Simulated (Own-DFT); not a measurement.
# Strain and stress in rock-salt HfC, 64 atoms (C32Hf32)

All numbers below are calculated, not measured. The program, named Own-DFT, is a retired in-house plane-wave density functional code that no person has reviewed. Each row is one single-point run on a periodic cell that was not relaxed, without spin or spin-orbit coupling.

Settings of every run: PBE; PseudoDojo norm-conserving scalar-relativistic files; cutoff 42 hartree; 4 x 4 x 4 k mesh centred on Gamma; cold (Marzari-Vanderbilt) smearing of 0.2 eV.

Known limits: hafnium file: forces about 75 meV/angstrom off all-electron values; forces on such cells failed a check on a denser k mesh; stress not checked against mesh or cutoff.

Unstrained cell vectors in Å: (3.784, -5.351, 6.554); (-3.784, 5.351, 6.554); (-7.568, -5.351, 0.000). The unstrained cell was taken from the Materials Project. The random moves and any unrelaxed bonds add to the pressure at no strain. Each run strains this cell uniformly, with the atoms carried along. Every atom was also moved at random, by a Gaussian of width 0.05 Å on each axis. Strain is the symmetric tensor, in per cent. Stress is positive in tension, and the pressure is minus a third of its trace.

```
run  e_xx (%)  e_yy (%)  e_zz (%)  e_yz (%)  e_xz (%)  e_xy (%)  s_xx (GPa)  s_yy (GPa)  s_zz (GPa)  s_yz (GPa)  s_xz (GPa)  s_xy (GPa)  P (GPa)  E (meV/atom)
  1     -1.91     -1.17     -1.96     -0.86     -0.05     -1.95      -22.62      -18.30      -19.00       -4.23        0.73       -9.77    19.98          63.2
  2      1.78      1.12     -1.79     -0.74      0.95      0.57        2.51       -0.45      -10.63       -3.92        4.17        2.31     2.86           0.0
  3     -1.17     -1.85      0.58      1.21      0.13     -1.47      -15.48      -16.38       -6.41        4.36        0.71       -7.64    12.75          37.8
  4      0.85     -1.06     -1.88     -0.50      1.44     -0.30       -4.96      -11.82      -15.31       -3.27        5.90       -0.73    10.70          15.0
  5      1.19     -0.30     -1.22      0.86     -0.49      1.72       -1.33       -7.44      -11.23        3.90       -2.39        7.11     6.67          14.4
  6     -1.00      0.95     -0.22      0.49     -1.70      0.36       -8.73       -2.07       -6.38        2.62       -6.62        1.50     5.73           0.9
  7     -0.41     -0.57      1.51     -1.28      1.65     -0.22       -7.11       -6.82        0.25       -5.14        6.25       -1.41     4.56          17.3
  8     -1.51      1.47     -1.99      0.92      1.59      0.30      -13.31       -2.60      -15.08        2.84        5.49        1.52    10.33          23.7
  9     -0.79     -1.83      1.77      0.67     -0.06     -0.70      -10.36      -12.55        0.53        2.54       -0.27       -3.83     7.46           6.1
 10     -1.97     -1.99     -1.10      0.17      0.83      1.87      -19.35      -21.11      -18.80        0.35        3.36        8.53    19.75          65.1
 11     -1.67      0.69     -0.21     -0.11      0.07      1.10      -12.01       -4.02       -7.82       -0.56        0.41        4.06     7.95           3.8
 12      1.59      0.35     -1.84      0.88      1.51     -0.98        0.75       -3.89      -11.27        2.84        4.89       -2.98     4.81           8.1
 13     -0.61      1.79      0.69      1.74      1.58      0.63       -4.18        3.39       -0.25        5.99        5.09        2.44     0.35           2.8
 14      0.47     -0.47     -0.53      0.96      0.60      1.50       -3.49       -7.64       -8.44        3.94        1.67        6.32     6.52           2.8
 15      1.43      0.09     -1.86      1.75      0.09      0.18       -0.20       -5.60      -12.76        7.16       -0.72        1.37     6.19           7.1
 16     -1.11      0.38     -1.81     -0.80     -1.08      1.82      -11.80       -8.03      -16.82       -2.93       -3.81        8.03    12.22          24.9
 17      0.39      0.18     -1.58      1.66      1.51      1.92           ?           ?           ?           ?           ?           ?        ?             ?
```

E is the free energy for each atom above the lowest run shown.

## Worked fit

Each stress component was fitted by least squares to a constant and the strains of the runs shown, as fractions, with shears doubled. Shear strains stay in the fit of a normal stress only where such slopes are resolved. The slopes, in GPa:

| stress | at no strain | per e_xx | per e_yy | per e_zz | scatter |
|---|---|---|---|---|---|
| s_xx | -5.5 | 519 ± 14 | 176 ± 16 | 144 ± 15 | 0.69 |
| s_yy | -5.4 | 154 ± 13 | 523 ± 14 | 162 ± 13 | 0.62 |
| s_zz | -5.3 | 145 ± 9 | 171 ± 10 | 513 ± 9 | 0.43 |

Also, s_xx gains 37 ± 8 per 2 e_xy; s_zz gains -29 ± 5 per 2 e_xy.

Each shear stress against twice its own strain: yz 201 ± 5, xz 186 ± 4, xy 225 ± 7 GPa. These are stiffnesses along x, y and z of the frame in which the cell vectors are given, which need not be the crystal's axes. The atoms are held to the strained lattice; where symmetry lets them move under strain, relaxing them would lower some slopes. The table should be nearly symmetric about its diagonal, and what it lacks of that shows the noise. A ninth of its sum, 279 ± 7 GPa, estimates the bulk modulus near the mean pressure of these runs, 8.7 GPa, so it lies above the value at zero pressure.

## Withheld run

Question: what normal stresses and pressure should run 17 give?

The fit gives s_xx = -4.1, s_yy = -6.4, s_zz = -13.7 and P = 8.0 GPa. The calculation gave -4.91, -6.74, -13.53 and P = 8.39 GPa.
